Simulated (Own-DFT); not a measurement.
# Strain and stress in 2H SiC, 32 atoms (C16Si16)

These are calculations, not measurements. The program, named Own-DFT, is a retired in-house plane-wave density functional code that no person has reviewed. Each row is one single-point run on a periodic cell that was not relaxed, without spin or spin-orbit coupling.

Settings of every run: PBE; PseudoDojo norm-conserving scalar-relativistic files; cutoff 42 hartree; 5 x 5 x 3 k mesh centred on Gamma; Fermi-Dirac smearing of 0.1 eV.

Known limits: forces on such cells passed a denser k mesh, each cell not checked; stress not checked against mesh or cutoff.

Unstrained cell vectors in Å: (6.165, 0.000, 0.000); (-3.083, 5.339, 0.000); (0.000, 0.000, 10.068). The unstrained cell has measured lattice constants (interpolated for alloys), not those of this functional. That, the random moves and any unrelaxed bonds set the pressure at no strain. Each run strains this cell uniformly, with the atoms carried along. Every atom was also moved at random, by a Gaussian of width 0.05 Å on each axis. Strain is the symmetric tensor, in per cent. Stress is positive in tension, and the pressure is minus a third of its trace.

```
run,e_xx (%),e_yy (%),e_zz (%),e_yz (%),e_xz (%),e_xy (%),s_xx (GPa),s_yy (GPa),s_zz (GPa),s_yz (GPa),s_xz (GPa),s_xy (GPa),P (GPa),E (meV/atom)
1,1.06,-1.49,0.67,0.93,0.02,0.64,2.78,-17.36,-1.36,2.80,0.18,2.05,5.31,25.3
2,-0.48,-1.00,0.55,-1.84,-0.04,1.71,-7.43,-9.45,-7.71,-5.08,0.80,9.92,8.20,48.7
3,-0.56,-1.28,-1.86,-0.97,1.54,-1.02,-11.11,-11.97,-19.01,-2.36,4.53,-3.59,14.03,25.9
4,-0.29,-0.60,0.07,0.73,1.57,-1.90,-5.16,-8.05,-7.03,2.04,6.36,-7.88,6.75,0.0
5,0.45,0.42,-0.87,1.70,1.22,0.19,-1.39,-2.31,-12.72,3.91,1.61,1.13,5.47,35.6
6,-1.05,1.64,-1.18,-0.01,-1.83,1.54,-8.07,1.63,-14.10,0.07,-5.57,6.51,6.85,33.9
7,0.03,-1.29,-1.32,-0.12,-0.70,-0.51,-7.61,-12.28,-13.06,0.39,-3.27,-0.38,10.98,4.6
8,1.08,1.43,-0.69,1.96,-1.96,-1.76,1.33,4.08,-10.51,5.16,-5.92,-8.19,1.70,31.6
9,-0.08,-0.59,-1.53,1.54,0.82,0.64,-5.74,-6.99,-17.85,4.07,2.54,1.06,10.19,22.6
10,-0.85,-1.08,-1.03,1.20,1.41,-1.33,-14.53,-9.74,-13.32,3.37,3.74,-7.55,12.53,30.2
11,1.84,1.78,-1.90,0.77,-1.67,-1.67,3.36,5.01,-14.44,2.18,-6.08,-8.70,2.02,39.2
12,-1.86,-1.95,0.73,1.48,-1.93,-1.26,-21.85,-15.44,-3.55,5.40,-8.98,-4.17,13.61,52.3
13,-0.16,-0.54,-0.16,1.01,1.86,-0.38,-4.77,-8.32,-7.48,3.26,4.86,-0.39,6.86,5.7
14,-1.16,0.18,-0.36,0.61,-0.17,1.97,-11.57,-4.49,-10.78,2.82,-2.66,8.49,8.95,36.1
15,0.35,-0.53,1.45,1.09,-1.81,0.57,-1.85,-6.22,0.11,3.92,-4.36,0.97,2.65,21.9
16,1.82,0.00,-0.67,1.89,-0.04,-1.16,8.40,-4.32,-13.60,7.08,0.47,-3.35,3.17,33.7
17,-1.29,0.18,0.69,-0.10,-0.08,1.24,-10.07,-3.00,-5.91,-1.33,-1.59,4.92,6.33,26.4
18,1.71,-1.77,1.45,1.82,-1.09,0.72,?,?,?,?,?,?,?,?
```

E is the free energy for each atom above the lowest run shown.

## Worked fit

Each stress component was fitted by least squares to a constant and the strains of the runs shown, as fractions, with shears doubled. Shear strains stay in the fit of a normal stress only where such slopes are resolved. The slopes, in GPa:

```
stress,at no strain,per e_xx,per e_yy,per e_zz,scatter
s_xx,-4.3,632 ± 57,126 ± 57,127 ± 60,2.24
s_yy,-4.9,-9 ± 41,557 ± 41,0 ± 43,1.60
s_zz,-7.8,61 ± 46,0 ± 46,530 ± 48,1.80
```

Each shear stress against twice its own strain: yz 145 ± 11, xz 164 ± 13, xy 208 ± 18 GPa. These are stiffnesses along x, y and z of the frame in which the cell vectors are given, which need not be the crystal's axes. The atoms are held to the strained lattice; where symmetry lets them move under strain, relaxing them would lower some slopes. The table should be nearly symmetric about its diagonal, and what it lacks of that shows the noise. A ninth of its sum, 225 ± 7 GPa, estimates the bulk modulus near the mean pressure of these runs, 7.4 GPa, so it lies above the value at zero pressure.

## Withheld run

Question: what normal stresses and pressure should run 18 give?

The fit gives s_xx = 6.2, s_yy = -14.9, s_zz = 0.9 and P = 2.6 GPa. The calculation gave 3.76, -14.10, 0.53 and P = 3.27 GPa.
